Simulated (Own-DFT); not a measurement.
## Calculated data, GaP (zincblende, atoms displaced)

Computed with Own-DFT development build. A calculation, not a measurement: plane-wave PBE density functional theory by an unreviewed code, no spin, of a simulated periodic cell, stress positive in tension, free energy of the whole cell less one offset for each atom, forces on such cells passed a denser k mesh, this cell's mesh not checked; offsets are fitted by least squares, one for each functional and potential file, so energies compare only between cells with the same atoms and settings and are not formation energies; the far tail of each file's local potential was reset to the Coulomb form; each entry is a single point on an unrelaxed cell, so the pressure reflects the starting lattice, mostly measured values (interpolated for alloys), from which strain is counted, and rises with the displacements; printed positions are rounded, which can move forces by about a meV/angstrom; the program, named Own-DFT, is a retired in-house code; no spin-orbit coupling.

Common to all runs: functional PBE; potential files PseudoDojo norm-conserving, scalar-relativistic, standard set; wave cutoff 42 hartree; occupations Fermi-Dirac; smearing width 0.1 eV; k mesh 2 x 3 x 3 centred on Gamma.

```yaml
- entry: 1
  formula: GaP
  kind: "zincblende, atoms displaced"
  structure:
    cell_angstrom: [[16.3515, 0.0, 0.0], [0.0, 10.901, 0.0], [0.0, 0.0, 10.901]]
    atoms_fractional:
      - [Ga, 0.00191, 0.99505, 0.99267]
      - [Ga, 0.99861, 0.24621, 0.26421]
      - [Ga, 0.16071, 0.96952, 0.2721]
      - [Ga, 0.16103, 0.25661, 0.01822]
      - [P, 0.07631, 0.11826, 0.11992]
      - [P, 0.0753, 0.37313, 0.38388]
      - [P, 0.25086, 0.17434, 0.39262]
      - [P, 0.23776, 0.39536, 0.14848]
      - [Ga, 0.02369, 0.97343, 0.50577]
      - [Ga, 0.99284, 0.26453, 0.75595]
      - [Ga, 0.17145, 0.98054, 0.74895]
      - [Ga, 0.16798, 0.24916, 0.51038]
      - [P, 0.10085, 0.10981, 0.63335]
      - [P, 0.09018, 0.36462, 0.86887]
      - [P, 0.25591, 0.13255, 0.86229]
      - [P, 0.23653, 0.36667, 0.63263]
      - [Ga, 0.01192, 0.51731, 0.00067]
      - [Ga, 0.9951, 0.74907, 0.25234]
      - [Ga, 0.18358, 0.50114, 0.25188]
      - [Ga, 0.1735, 0.74235, 0.9918]
      - [P, 0.07572, 0.59258, 0.12214]
      - [P, 0.08616, 0.87983, 0.36151]
      - [P, 0.24578, 0.611, 0.40133]
      - [P, 0.25568, 0.88591, 0.12048]
      - [Ga, 0.99625, 0.4955, 0.48651]
      - [Ga, 0.02074, 0.77401, 0.74526]
      - [Ga, 0.17131, 0.50422, 0.73888]
      - [Ga, 0.17547, 0.7603, 0.52503]
      - [P, 0.08966, 0.6177, 0.63246]
      - [P, 0.0746, 0.87898, 0.87079]
      - [P, 0.23927, 0.62853, 0.85011]
      - [P, 0.26012, 0.89474, 0.62898]
      - [Ga, 0.33646, 0.00306, 0.00422]
      - [Ga, 0.33062, 0.24321, 0.24974]
      - [Ga, 0.51913, 0.99186, 0.2352]
      - [Ga, 0.49503, 0.24123, 0.9906]
      - [P, 0.42598, 0.12616, 0.11906]
      - [P, 0.40393, 0.36157, 0.35579]
      - [P, 0.58738, 0.14598, 0.3836]
      - [P, 0.59426, 0.37842, 0.12363]
      - [Ga, 0.34021, 0.98262, 0.50468]
      - [Ga, 0.33289, 0.24856, 0.75186]
      - [Ga, 0.50362, 0.98685, 0.74449]
      - [Ga, 0.49685, 0.24662, 0.49818]
      - [P, 0.41145, 0.13815, 0.6121]
      - [P, 0.42533, 0.35403, 0.86797]
      - [P, 0.59475, 0.1168, 0.88183]
      - [P, 0.56053, 0.36392, 0.62423]
      - [Ga, 0.32874, 0.51478, 0.00592]
      - [Ga, 0.33183, 0.75289, 0.24034]
      - [Ga, 0.50056, 0.51289, 0.26565]
      - [Ga, 0.50043, 0.77691, 0.99242]
      - [P, 0.40719, 0.64784, 0.121]
      - [P, 0.41331, 0.88674, 0.3724]
      - [P, 0.57675, 0.61429, 0.38224]
      - [P, 0.57474, 0.84139, 0.11305]
      - [Ga, 0.32236, 0.52248, 0.4946]
      - [Ga, 0.33541, 0.73697, 0.7225]
      - [Ga, 0.51093, 0.49085, 0.75449]
      - [Ga, 0.50588, 0.71496, 0.5129]
      - [P, 0.42647, 0.63391, 0.60582]
      - [P, 0.41235, 0.90707, 0.86743]
      - [P, 0.5831, 0.61092, 0.87415]
      - [P, 0.5749, 0.88812, 0.6234]
      - [Ga, 0.65943, 0.033, 0.99855]
      - [Ga, 0.67492, 0.26585, 0.23205]
      - [Ga, 0.82873, 0.00095, 0.24811]
      - [Ga, 0.83881, 0.25645, 0.02486]
      - [P, 0.75196, 0.1304, 0.11259]
      - [P, 0.75132, 0.38607, 0.35239]
      - [P, 0.90444, 0.13404, 0.37391]
      - [P, 0.91945, 0.35851, 0.11162]
      - [Ga, 0.65692, 0.0074, 0.49789]
      - [Ga, 0.67437, 0.2693, 0.75101]
      - [Ga, 0.82843, 0.99968, 0.74003]
      - [Ga, 0.83102, 0.29767, 0.49823]
      - [P, 0.76293, 0.14087, 0.64386]
      - [P, 0.74768, 0.35727, 0.86154]
      - [P, 0.92853, 0.12582, 0.8705]
      - [P, 0.92503, 0.36676, 0.62811]
      - [Ga, 0.65268, 0.50521, 0.00818]
      - [Ga, 0.65926, 0.75485, 0.2329]
      - [Ga, 0.83767, 0.51152, 0.27762]
      - [Ga, 0.84457, 0.76524, 0.00824]
      - [P, 0.74908, 0.65241, 0.13753]
      - [P, 0.75396, 0.88924, 0.3412]
      - [P, 0.90112, 0.63589, 0.39991]
      - [P, 0.90934, 0.88376, 0.12487]
      - [Ga, 0.67761, 0.50794, 0.50693]
      - [Ga, 0.66902, 0.73511, 0.77987]
      - [Ga, 0.82771, 0.49149, 0.75398]
      - [Ga, 0.82892, 0.75447, 0.52445]
      - [P, 0.77679, 0.6106, 0.63657]
      - [P, 0.74582, 0.88498, 0.87641]
      - [P, 0.92453, 0.64445, 0.84121]
      - [P, 0.92443, 0.8512, 0.62963]
  results:
    "free_energy_of_cell_above_offsets [eV]": "-6.639"
    "pressure [GPa]": 10.02
    "stress_xx [GPa]": -10.42
    "stress_yy [GPa]": -8.63
    "stress_zz [GPa]": -11.01
    "stress_yz [GPa]": -0.99
    "stress_xz [GPa]": -0.69
    "stress_xy [GPa]": -1.36
    force_element: [Ga, Ga, Ga, Ga, P, P, P, P, Ga, Ga, Ga, Ga, P, P, P, P, Ga, Ga, Ga, Ga, P, P, P, P, Ga, Ga, Ga, Ga, P, P, P, P, Ga, Ga, Ga, Ga, P, P, P, P, Ga, Ga, Ga, Ga, P, P, P, P, Ga, Ga, Ga, Ga, P, P, P, P, Ga, Ga, Ga, Ga, P, P, P, P, Ga, Ga, Ga, Ga, P, P, P, P, Ga, Ga, Ga, Ga, P, P, P, P, Ga, Ga, Ga, Ga, P, P, P, P, Ga, Ga, Ga, Ga, P, P, P, P]
    "force_x [eV/angstrom]": [-1.191, -0.494, 7.688, 0.54, 1.194, 2.21, 1.592, 6.561, -2.694, 2.447, -0.166, -3.793, -2.298, -0.325, -1.843, 3.403, -6.246, -0.465, -7.193, -1.436, 6.049, -5.619, -5.475, -2.021, -0.538, -1.91, -1.419, -0.806, -1.795, 4.672, 3.228, -0.604, -0.381, -0.438, -1.502, 2.759, -1.215, 2.84, 0.708, -4.213, 0.441, 0.466, -1.259, -1.969, 0.168, -1.805, -6.058, 4.638, -0.321, -1.034, -2.616, -5.65, 2.805, 1.724, 4.116, 4.161, 6.602, 0.013, -2.482, 5.168, -6.82, 0.097, -1.445, 2.584, 4.648, 0.104, 2.85, -2.705, -0.367, -1.431, 0.668, 3.907, 2.232, -4.839, 2.206, -0.115, -2.076, 3.768, -2.429, -1.18, 3.921, 0.322, 0.413, -2.117, 1.954, -4.606, 3.134, 3.154, -0.829, 1.092, 3.601, -0.597, -5.604, 0.501, -0.625, -0.292]
    "force_y [eV/angstrom]": [1.064, -0.716, 8.09, -0.542, -0.152, -0.36, -5.506, -7.795, 2.341, -2.203, 1.695, 0.891, 0.797, 1.867, -1.738, 1.42, -5.188, -0.722, 5.888, 0.955, 6.407, -7.908, 6.738, -1.238, 1.474, -4.746, -2.286, -0.746, 1.858, 1.325, 0.669, -2.852, 2.128, -0.61, 1.123, -0.174, -0.966, 3.469, -0.81, -0.492, 3.736, 0.913, 3.98, 0.202, -2.021, 3.323, 4.76, 0.637, -1.008, 1.316, -2.747, -3.393, -1.967, -1.973, 1.575, 5.451, -6.843, 1.302, 0.387, 7.608, -6.043, -3.582, 1.821, -4.014, -5.842, -2.14, 4.034, -2.857, -0.771, -0.202, -0.482, 5.365, 0.2, -3.98, -1.049, -3.239, 1.022, 4.516, -0.628, 2.964, 0.862, -0.113, 0.454, -2.194, -3.343, -3.683, 0.194, 1.122, -0.819, 1.273, -2.902, 1.816, 2.557, -0.143, -1.176, 3.319]
    "force_z [eV/angstrom]": [1.082, -1.197, -6.991, -0.736, 1.779, -1.084, -2.078, -8.222, 1.8, 0.954, 2.216, 0.851, -0.739, 0.378, 2.937, 0.104, -8.002, -0.473, 6.864, 0.911, 7.397, 5.003, -5.861, 0.697, 1.849, -2.741, 1.048, -1.011, -1.91, 3.294, 1.641, 0.378, -0.459, -2.918, 1.32, 0.652, 1.663, 2.714, -2.515, 0.597, -1.02, -1.669, 1.266, -2.02, 1.267, -0.184, -6.52, 0.006, -0.81, 2.629, -2.77, -5.5, -1.176, -1.636, 0.151, 3.609, 4.84, 1.611, -0.003, -4.317, 6.106, -0.262, 0.691, -1.952, 4.672, 1.203, -1.974, -4.983, 1.743, 2.522, 1.092, 3.747, 0.222, -3.961, 1.462, -0.195, -3.277, 5.787, 0.497, -1.224, -0.469, 3.323, -3.879, -2.975, -2.129, 5.223, -1.005, 1.192, -0.095, -1.979, 3.102, -1.971, -2.155, 0.857, 2.964, -0.869]
- entry: 2
  formula: GaP
  kind: "zincblende, atoms displaced"
  structure:
    cell_angstrom: [[16.3515, 0.0, 0.0], [0.0, 10.901, 0.0], [0.0, 0.0, 10.901]]
    atoms_fractional:
      - [Ga, 0.00045, 0.98696, 0.99878]
      - [Ga, 0.00967, 0.23769, 0.22321]
      - [Ga, 0.16351, 0.00465, 0.25938]
      - [Ga, 0.16587, 0.25594, 0.0106]
      - [P, 0.08969, 0.11608, 0.12518]
      - [P, 0.0795, 0.35153, 0.35582]
      - [P, 0.24587, 0.1282, 0.37663]
      - [P, 0.25437, 0.36172, 0.11648]
      - [Ga, 0.01267, 0.00516, 0.5142]
      - [Ga, 0.01884, 0.22547, 0.76071]
      - [Ga, 0.16551, 0.03513, 0.73946]
      - [Ga, 0.17167, 0.26887, 0.48712]
      - [P, 0.0859, 0.12861, 0.63426]
      - [P, 0.08113, 0.36898, 0.87789]
      - [P, 0.2427, 0.14019, 0.86354]
      - [P, 0.25477, 0.35146, 0.60103]
      - [Ga, 0.99908, 0.48927, 0.99192]
      - [Ga, 0.99865, 0.72112, 0.25766]
      - [Ga, 0.18008, 0.50105, 0.24091]
      - [Ga, 0.15851, 0.75318, 0.98335]
      - [P, 0.08319, 0.61105, 0.11089]
      - [P, 0.08547, 0.88489, 0.35557]
      - [P, 0.25291, 0.62777, 0.37959]
      - [P, 0.27379, 0.87872, 0.1116]
      - [Ga, 0.98979, 0.51851, 0.50627]
      - [Ga, 0.99566, 0.75835, 0.73225]
      - [Ga, 0.17916, 0.5061, 0.74299]
      - [Ga, 0.17937, 0.72978, 0.4922]
      - [P, 0.08197, 0.62113, 0.62497]
      - [P, 0.08857, 0.88963, 0.8599]
      - [P, 0.27108, 0.64252, 0.90264]
      - [P, 0.25599, 0.86965, 0.61337]
      - [Ga, 0.35861, 0.99658, 0.00353]
      - [Ga, 0.33464, 0.25625, 0.2553]
      - [Ga, 0.50734, 0.01752, 0.26828]
      - [Ga, 0.50792, 0.27338, 0.98779]
      - [P, 0.4092, 0.13169, 0.11927]
      - [P, 0.42321, 0.35998, 0.37352]
      - [P, 0.59055, 0.14747, 0.38901]
      - [P, 0.58947, 0.38086, 0.11761]
      - [Ga, 0.33935, 0.0029, 0.52292]
      - [Ga, 0.35486, 0.23785, 0.75025]
      - [Ga, 0.50318, 0.99655, 0.75688]
      - [Ga, 0.50178, 0.23929, 0.52259]
      - [P, 0.40105, 0.12719, 0.62882]
      - [P, 0.40917, 0.38396, 0.9038]
      - [P, 0.57279, 0.11887, 0.88187]
      - [P, 0.5763, 0.36597, 0.61764]
      - [Ga, 0.33506, 0.47957, 0.01376]
      - [Ga, 0.34038, 0.73568, 0.26175]
      - [Ga, 0.49964, 0.50168, 0.23491]
      - [Ga, 0.51107, 0.75038, 0.00024]
      - [P, 0.42292, 0.62738, 0.12573]
      - [P, 0.40701, 0.90185, 0.3904]
      - [P, 0.59213, 0.62542, 0.38887]
      - [P, 0.57535, 0.8575, 0.14398]
      - [Ga, 0.32309, 0.50941, 0.49671]
      - [Ga, 0.32983, 0.75209, 0.74103]
      - [Ga, 0.48133, 0.5076, 0.74926]
      - [Ga, 0.48496, 0.7437, 0.4795]
      - [P, 0.42644, 0.62313, 0.62259]
      - [P, 0.419, 0.86326, 0.84917]
      - [P, 0.58119, 0.64312, 0.8774]
      - [P, 0.5961, 0.85186, 0.63956]
      - [Ga, 0.65643, 0.01441, 0.99852]
      - [Ga, 0.65305, 0.25569, 0.24848]
      - [Ga, 0.81877, 0.99186, 0.26447]
      - [Ga, 0.81482, 0.24818, 0.97739]
      - [P, 0.75474, 0.09532, 0.10464]
      - [P, 0.75539, 0.36487, 0.39456]
      - [P, 0.92028, 0.10031, 0.35862]
      - [P, 0.91746, 0.37084, 0.10008]
      - [Ga, 0.66661, 0.01674, 0.49267]
      - [Ga, 0.6746, 0.25018, 0.74112]
      - [Ga, 0.83058, 0.00949, 0.75566]
      - [Ga, 0.82899, 0.23489, 0.51358]
      - [P, 0.75548, 0.12855, 0.61375]
      - [P, 0.76347, 0.37176, 0.87596]
      - [P, 0.91551, 0.13081, 0.86337]
      - [P, 0.90685, 0.37848, 0.61415]
      - [Ga, 0.65813, 0.49517, 0.01275]
      - [Ga, 0.6602, 0.74967, 0.24827]
      - [Ga, 0.85207, 0.51322, 0.23402]
      - [Ga, 0.85344, 0.75912, 0.98733]
      - [P, 0.74073, 0.64168, 0.10898]
      - [P, 0.77064, 0.87919, 0.38982]
      - [P, 0.91008, 0.6158, 0.35724]
      - [P, 0.91991, 0.87034, 0.10428]
      - [Ga, 0.68707, 0.50585, 0.50322]
      - [Ga, 0.67291, 0.75018, 0.76873]
      - [Ga, 0.83972, 0.48959, 0.76563]
      - [Ga, 0.84407, 0.7394, 0.50324]
      - [P, 0.74786, 0.60464, 0.61462]
      - [P, 0.75641, 0.88059, 0.87897]
      - [P, 0.91907, 0.65747, 0.89419]
      - [P, 0.93567, 0.86099, 0.63027]
  results:
    "pressure [GPa]": null
    "stress_xx [GPa]": null
```

Q: Give the missing pressure for GaP (zincblende, atoms displaced) (entry 2).
A: 8.58 GPa

Q: GaP (zincblende, atoms displaced) (entry 2): stress xx?
A: -7.89 GPa

Further results for GaP (zincblende, atoms displaced) (entry 2):

- free energy of cell above offsets: -14.583 eV
- stress yy: -8.65 GPa
- stress zz: -9.19 GPa
- stress yz: -0.59 GPa
- stress xz: -0.51 GPa
- stress xy: -0.13 GPa

Force:
```csv
element,x (eV/Å),y (eV/Å),z (eV/Å)
Ga,0.92,1.693,-1.15
Ga,-2.843,0.438,0.966
Ga,2.976,0.39,-1.867
Ga,-0.9,-1.231,-1.57
P,0.323,-0.975,-2.281
P,0.437,3.236,1.141
P,1.208,-0.511,0.452
P,-0.387,0.752,2.413
Ga,-1.141,-1.153,-2.027
Ga,-3.204,2.851,1.328
Ga,2.821,-4.572,1.985
Ga,-2.902,-2.318,-1.748
P,-0.176,1.558,-5.739
P,1.556,0.793,-0.81
P,2.531,0.426,1.486
P,2.493,3.344,3.836
Ga,-0.129,1.447,-0.655
Ga,1.908,2.834,-2.373
Ga,-1.576,-0.856,-0.1
Ga,1.114,0.305,0.938
P,0.859,0.763,1.079
P,-1.468,-3.344,2.781
P,0.824,-1.74,-3.628
P,-2.72,-1.301,1.678
Ga,0.296,-2.193,-0.894
Ga,6.061,-5.722,7.234
Ga,0.261,-0.915,0.738
Ga,-3.75,3.639,2.142
P,1.036,0.451,-0.055
P,-0.307,-0.522,-0.452
P,-1.693,-1.184,-1.47
P,-2.165,0.276,0.924
Ga,-1.511,-1.428,-2.828
Ga,-0.544,-1.282,0.009
Ga,-1.113,-0.569,-0.91
Ga,-0.534,-1.805,1.199
P,3.224,1.987,1.687
P,0.203,1.759,0.36
P,-1.698,-1.383,-0.595
P,-2.701,-2.09,2.158
Ga,-3.598,-0.588,-2.026
Ga,-4.636,4.603,5.231
Ga,0.135,-0.965,-2.017
Ga,-2.115,-0.653,-1.503
P,6.552,-2.025,-1.798
P,3.255,-2.281,-5.953
P,0.882,2.13,-1.087
P,1.899,2.664,2.637
Ga,-2.026,4.686,2.162
Ga,0.089,2.386,-1.189
Ga,1.05,-0.657,2.334
Ga,-2.703,1.156,0.352
P,-0.916,-0.158,-0.613
P,2.286,-2.181,-2.493
P,-1.145,-0.506,-1.205
P,-0.434,3.821,-0.726
Ga,2.624,-2.316,1.312
Ga,0.402,-1.155,-0.144
Ga,2.881,-2.345,2.449
Ga,2.009,0.951,0.548
P,-3.811,1.467,-1.928
P,0.79,0.929,2.666
P,0.771,-3.963,-1.059
P,-2.09,2.822,-2.546
Ga,-0.079,-2.92,0.419
Ga,3.344,0.296,-0.138
Ga,3.154,2.181,-4.108
Ga,4.496,-4.981,4.692
P,-0.055,2.507,1.803
P,-0.276,0.295,-3.22
P,0.563,1.956,1.206
P,-1.139,-1.286,1.555
Ga,1.051,-2.888,1.332
Ga,-1.021,0.295,0.435
Ga,0.302,-0.956,-1.117
Ga,4.088,2.369,-3.832
P,-2.929,-3.445,3.594
P,-6.356,4.016,-2.686
P,0.471,-0.405,1.48
P,1.985,-0.313,1.145
Ga,3.205,3.325,-3.501
Ga,2.22,-0.885,1.818
Ga,-4.485,-3.843,-3.851
Ga,-8.955,4.448,4.272
P,1.971,-0.697,0.542
P,-4.596,-2.883,2.289
P,1.824,2.42,4.975
P,0.613,0.848,5.056
Ga,-5.492,-4.711,-4.773
Ga,1.794,-0.521,-0.663
Ga,1.244,2.337,-1.566
Ga,-0.289,0.045,0.736
P,5.034,5.812,7.087
P,-0.758,0.013,0.225
P,6.341,-8.779,-7.532
P,-7.012,6.679,-6.459
```
